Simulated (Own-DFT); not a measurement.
## Calculated data, Hf$_{31}$O$_{64}$ (monoclinic hafnia with one vacancy, atoms displaced)

Computed with Own-DFT development build. A calculation, not a measurement: plane-wave density functional theory by an unreviewed code, no spin, of a simulated periodic cell, stress positive in tension, run twice, with PBE and with PBEsol, both on files made for PBE, so the change isn't that of files made for PBEsol, defect cell not probed for a lower state with spin; a neutral cation vacancy leaves holes that likely carry spin, which this run leaves out; hafnium file: forces about 75 meV/angstrom off all-electron values; oxygen file: force components 24 meV/angstrom off all-electron in one glass; forces on such cells passed a denser k mesh, this cell's mesh not checked; the far tail of each file's local potential was reset to the Coulomb form; each entry is a single point on an unrelaxed cell, so the pressure reflects the starting lattice, mostly measured values (interpolated for alloys), from which strain is counted, and rises with the displacements; printed positions are rounded, which can move forces by about a meV/angstrom; the program, named Own-DFT, is a retired in-house code; no spin-orbit coupling; stress was not checked against mesh or cutoff.

```yaml
- formula: Hf31O64
  kind: "monoclinic hafnia with one vacancy, atoms displaced"
  structure:
    cell_angstrom: [[10.234, 0.0, 0.0], [0.0, 10.35, 0.0], [-1.6955, 0.0, 10.4453]]
    atoms_fractional:
      - [Hf, 0.13731, 0.01848, 0.10703]
      - [Hf, 0.35768, 0.26022, 0.1534]
      - [Hf, 0.36301, 0.47548, 0.39611]
      - [Hf, 0.13797, 0.22585, 0.34888]
      - [O, 0.03537, 0.1641, 0.1807]
      - [O, 0.46699, 0.41138, 0.07434]
      - [O, 0.46219, 0.34088, 0.33287]
      - [O, 0.04099, 0.0811, 0.43113]
      - [O, 0.2287, 0.38438, 0.24867]
      - [O, 0.27145, 0.13093, 0.00221]
      - [O, 0.27906, 0.12066, 0.25297]
      - [O, 0.21625, 0.3721, 0.4916]
      - [Hf, 0.1376, 0.02492, 0.60986]
      - [Hf, 0.35959, 0.4795, 0.90065]
      - [Hf, 0.13841, 0.22904, 0.84985]
      - [O, 0.03761, 0.15894, 0.66821]
      - [O, 0.46614, 0.41954, 0.57854]
      - [O, 0.46645, 0.332, 0.82997]
      - [O, 0.04515, 0.08256, 0.91856]
      - [O, 0.23148, 0.38099, 0.73877]
      - [O, 0.27425, 0.13376, 0.5098]
      - [O, 0.27627, 0.12682, 0.76409]
      - [O, 0.21312, 0.37151, 0.98341]
      - [Hf, 0.14498, 0.50835, 0.10911]
      - [Hf, 0.35828, 0.77425, 0.1499]
      - [Hf, 0.37064, 0.98938, 0.39569]
      - [Hf, 0.14128, 0.72709, 0.35174]
      - [O, 0.03595, 0.65883, 0.1862]
      - [O, 0.4566, 0.92134, 0.07529]
      - [O, 0.45922, 0.83065, 0.3255]
      - [O, 0.03522, 0.57286, 0.42976]
      - [O, 0.21537, 0.88016, 0.23592]
      - [O, 0.27153, 0.62067, 0.00879]
      - [O, 0.26798, 0.62088, 0.2496]
      - [O, 0.23359, 0.87125, 0.48704]
      - [Hf, 0.135, 0.51988, 0.60069]
      - [Hf, 0.35749, 0.77182, 0.64258]
      - [Hf, 0.35979, 0.98349, 0.90128]
      - [Hf, 0.14054, 0.73356, 0.85459]
      - [O, 0.03109, 0.66875, 0.67776]
      - [O, 0.46153, 0.92477, 0.57436]
      - [O, 0.46518, 0.84722, 0.82906]
      - [O, 0.02839, 0.59104, 0.91681]
      - [O, 0.23267, 0.8759, 0.74166]
      - [O, 0.2822, 0.62728, 0.51043]
      - [O, 0.26966, 0.62304, 0.7592]
      - [O, 0.22424, 0.87026, 0.9804]
      - [Hf, 0.63699, 0.01996, 0.11071]
      - [Hf, 0.86471, 0.26868, 0.14994]
      - [Hf, 0.86199, 0.47529, 0.392]
      - [Hf, 0.62748, 0.22107, 0.35008]
      - [O, 0.53455, 0.16308, 0.17344]
      - [O, 0.96528, 0.42377, 0.07247]
      - [O, 0.95807, 0.33194, 0.32236]
      - [O, 0.53019, 0.08141, 0.4156]
      - [O, 0.71995, 0.38545, 0.24457]
      - [O, 0.77731, 0.12845, 0.01803]
      - [O, 0.77674, 0.11533, 0.26588]
      - [O, 0.72525, 0.36541, 0.49253]
      - [Hf, 0.63363, 0.02325, 0.59955]
      - [Hf, 0.85313, 0.27435, 0.63948]
      - [Hf, 0.86964, 0.4884, 0.90143]
      - [Hf, 0.63801, 0.23321, 0.85688]
      - [O, 0.54457, 0.16567, 0.67157]
      - [O, 0.96523, 0.41274, 0.57894]
      - [O, 0.95957, 0.33829, 0.82315]
      - [O, 0.52833, 0.08927, 0.9174]
      - [O, 0.72673, 0.37754, 0.74325]
      - [O, 0.77952, 0.12383, 0.51185]
      - [O, 0.78062, 0.12109, 0.76274]
      - [O, 0.72792, 0.36724, 0.99058]
      - [Hf, 0.64204, 0.52513, 0.09701]
      - [Hf, 0.86401, 0.76111, 0.14876]
      - [Hf, 0.86358, 0.98694, 0.39628]
      - [Hf, 0.64423, 0.7352, 0.36038]
      - [O, 0.54227, 0.67267, 0.17162]
      - [O, 0.95591, 0.91128, 0.07838]
      - [O, 0.96012, 0.83228, 0.322]
      - [O, 0.53613, 0.58516, 0.43023]
      - [O, 0.73119, 0.87694, 0.24363]
      - [O, 0.77893, 0.63591, 0.01214]
      - [O, 0.77033, 0.61623, 0.26853]
      - [O, 0.7282, 0.86886, 0.4872]
      - [Hf, 0.63745, 0.5156, 0.60837]
      - [Hf, 0.8562, 0.76809, 0.64674]
      - [Hf, 0.8636, 0.98261, 0.89214]
      - [Hf, 0.63076, 0.72383, 0.85372]
      - [O, 0.53776, 0.66421, 0.67558]
      - [O, 0.96293, 0.92521, 0.57598]
      - [O, 0.97945, 0.8361, 0.83368]
      - [O, 0.54179, 0.58481, 0.92434]
      - [O, 0.72958, 0.88117, 0.74189]
      - [O, 0.77862, 0.63348, 0.50651]
      - [O, 0.77528, 0.63388, 0.76461]
      - [O, 0.73047, 0.87232, 0.99173]
  settings:
    functional: "PBE, then PBEsol"
    potential_files: "PseudoDojo norm-conserving, scalar-relativistic, standard set"
    "wave_cutoff [hartree]": 72.0
    occupations: Fermi-Dirac
    "smearing_width [eV]": 0.1
    k_mesh: "2 x 2 x 2 centred on Gamma"
  results:
    "PBE_pressure [GPa]": 5.71
    "PBE_stress_xx [GPa]": -6.08
    "PBE_stress_yy [GPa]": -5.2
    "PBE_stress_zz [GPa]": -5.86
    "PBE_stress_yz [GPa]": -0.47
    "PBE_stress_xz [GPa]": -0.66
    "PBE_stress_xy [GPa]": -0.26
    "PBEsol_pressure [GPa]": -0.62
    "PBEsol_stress_xx [GPa]": 0.27
    "PBEsol_stress_yy [GPa]": 1.08
    "PBEsol_stress_zz [GPa]": 0.51
    "PBEsol_stress_yz [GPa]": -0.43
    "PBEsol_stress_xz [GPa]": -0.3
    "PBEsol_stress_xy [GPa]": -0.27
    force_element: [Hf, Hf, Hf, Hf, O, O, O, O, O, O, O, O, Hf, Hf, Hf, O, O, O, O, O, O, O, O, Hf, Hf, Hf, Hf, O, O, O, O, O, O, O, O, Hf, Hf, Hf, Hf, O, O, O, O, O, O, O, O, Hf, Hf, Hf, Hf, O, O, O, O, O, O, O, O, Hf, Hf, Hf, Hf, O, O, O, O, O, O, O, O, Hf, Hf, Hf, Hf, O, O, O, O, O, O, O, O, Hf, Hf, Hf, Hf, O, O, O, O, O, O, O, O]
    "PBE_force_x [eV/angstrom]": [-1.089, 1.126, -0.703, 0.152, 0.135, -0.458, 1.881, -0.166, -0.454, 0.247, -0.362, -0.201, 2.614, 0.069, 0.87, -2.309, 0.418, -0.044, -1.73, -1.093, -0.188, -0.68, 0.565, -0.717, 0.965, -4.128, -0.954, -0.257, 0.835, 0.144, 0.647, 0.481, 0.427, 1.122, -0.652, 1.214, 0.566, 0.112, 0.304, 0.066, 0.575, 1.303, 0.872, -0.84, -0.709, 1.037, -0.39, 1.582, -1.38, -1.28, 2.251, -0.897, -0.312, 1.385, 2.175, 0.157, -0.199, -0.782, -0.448, 0.653, 1.222, -0.693, -0.639, 0.742, -0.328, 0.746, 1.01, -0.396, -0.935, -0.143, -0.017, -0.794, -0.168, 1.086, -0.695, -0.921, 2.238, 1.335, 0.009, -1.283, -0.398, 0.819, -0.475, -0.431, 1.341, -0.076, 1.058, -0.929, -0.412, -2.158, -1.722, -0.301, -0.201, 0.253, -1.273]
    "PBE_force_y [eV/angstrom]": [-0.753, 2.088, 1.693, 0.634, -0.515, -0.301, -2.834, 0.851, -1.699, 0.535, 0.034, 0.26, -0.54, -0.987, 0.636, 2.346, 0.33, 1.125, -0.875, 0.521, -0.914, -1.289, 0.07, 2.302, -1.234, -2.519, 0.465, -0.754, 0.027, 0.487, 1.605, -0.13, 0.739, 0.068, -0.362, -1.031, 0.229, 0.716, -1.224, -0.307, -0.638, -1.79, -0.02, 0.554, 0.31, -0.116, 0.335, -1.851, 1.041, 0.549, 3.007, 0.697, -1.429, -0.663, 0.86, -1.422, -0.277, 1.696, 0.208, -0.576, -0.823, -0.984, -0.693, 0.226, -0.039, -0.434, -0.021, 0.759, 0.428, 0.608, 0.899, -0.858, 1.875, -2.365, -1.667, 0.027, 1.329, -0.084, 0.322, 0.44, -1.533, 0.63, 0.988, 0.167, 0.824, -1.317, 3.422, 0.626, -1.343, 1.371, -1.18, 0.448, -0.742, -1.331, 0.062]
    "PBE_force_z [eV/angstrom]": [-2.16, -2.495, 3.137, 4.258, -1.247, 0.438, -1.437, -1.921, -1.113, 2.494, 0.386, -1.712, -0.223, -2.168, -1.752, 0.985, -0.223, 0.946, 0.945, 1.02, -1.734, 0.246, 1.495, -1.559, -1.066, 1.003, 1.169, -1.366, 1.551, 0.356, -1.613, 0.052, 0.642, 1.327, -0.217, 1.91, 0.421, -2.713, -0.5, -1.075, 0.292, -0.596, 1.09, -0.762, -0.438, -0.014, 2.383, -2.22, -1.386, 1.324, 1.129, 0.288, 1.621, 0.476, 0.345, -0.9, -0.055, -1.067, -0.75, 2.271, 1.61, -1.744, -1.228, 0.05, -0.237, 0.045, 1.471, -0.43, -0.633, -0.132, 0.749, 2.17, 0.28, 0.871, -1.013, -0.435, 0.126, 1.48, -0.758, -0.539, -0.345, -1.078, 0.479, -0.675, 0.145, 0.638, -0.093, -0.109, 0.751, -0.661, -0.116, -0.597, 0.879, -0.06, -0.38]
    "PBEsol_force_x [eV/angstrom]": [-1.043, 1.089, -0.686, 0.157, 0.142, -0.453, 1.824, -0.171, -0.38, 0.182, -0.4, -0.193, 2.527, 0.039, 0.892, -2.227, 0.52, 0.003, -1.677, -1.094, -0.308, -0.817, 0.599, -0.668, 0.942, -4.046, -0.92, -0.241, 0.802, 0.13, 0.632, 0.526, 0.355, 1.009, -0.556, 1.189, 0.513, 0.097, 0.292, 0.063, 0.561, 1.251, 0.835, -0.754, -0.752, 0.944, -0.326, 1.565, -1.35, -1.262, 2.201, -0.874, -0.301, 1.334, 2.126, 0.237, -0.255, -0.83, -0.361, 0.622, 1.164, -0.643, -0.632, 0.9, -0.337, 0.703, 0.983, -0.325, -0.963, -0.188, 0.033, -0.771, -0.163, 1.044, -0.638, -0.881, 2.173, 1.294, 0.022, -1.194, -0.456, 0.744, -0.397, -0.478, 1.29, -0.088, 1.049, -0.888, -0.411, -2.107, -1.646, -0.214, -0.259, 0.194, -1.169]
    "PBEsol_force_y [eV/angstrom]": [-0.695, 2.049, 1.606, 0.573, -0.482, -0.262, -2.794, 0.815, -1.655, 0.508, 0.065, 0.324, -0.459, -1.027, 0.548, 2.277, 0.482, 1.116, -0.87, 0.57, -0.994, -1.323, 0.094, 2.28, -1.154, -2.507, 0.411, -0.693, 0.044, 0.47, 1.528, -0.139, 0.695, 0.078, -0.371, -0.993, 0.273, 0.663, -1.222, -0.275, -0.593, -1.765, -0.044, 0.518, 0.313, -0.093, 0.336, -1.757, 1.056, 0.491, 2.887, 0.685, -1.363, -0.659, 0.835, -1.377, -0.275, 1.648, 0.206, -0.49, -0.745, -1.002, -0.703, 0.127, -0.027, -0.422, -0.029, 0.72, 0.404, 0.596, 0.881, -0.791, 1.9, -2.353, -1.677, 0.033, 1.305, -0.108, 0.289, 0.425, -1.512, 0.622, 0.952, 0.189, 0.824, -1.344, 3.28, 0.616, -1.267, 1.32, -1.15, 0.435, -0.696, -1.269, 0.066]
    "PBEsol_force_z [eV/angstrom]": [-2.127, -2.402, 3.115, 4.152, -1.159, 0.362, -1.445, -1.825, -1.095, 2.437, 0.36, -1.749, -0.251, -2.09, -1.72, 0.999, -0.347, 0.997, 0.967, 1.067, -1.803, 0.318, 1.461, -1.54, -1.001, 1.027, 1.083, -1.275, 1.464, 0.284, -1.521, 0.028, 0.621, 1.282, -0.199, 1.828, 0.424, -2.644, -0.518, -0.993, 0.215, -0.616, 1.082, -0.733, -0.422, -0.023, 2.314, -2.182, -1.322, 1.31, 1.07, 0.355, 1.527, 0.407, 0.381, -0.873, -0.036, -1.041, -0.711, 2.214, 1.589, -1.667, -1.224, 0.119, -0.281, -0.004, 1.478, -0.443, -0.623, -0.125, 0.733, 2.097, 0.303, 0.893, -1.005, -0.377, 0.084, 1.376, -0.685, -0.514, -0.329, -1.046, 0.451, -0.706, 0.164, 0.636, -0.124, -0.045, 0.673, -0.676, -0.055, -0.586, 0.85, -0.056, -0.365]
    "rms_change_of_force_components_from_PBE_to_PBEsol [eV/angstrom]": 0.053
```
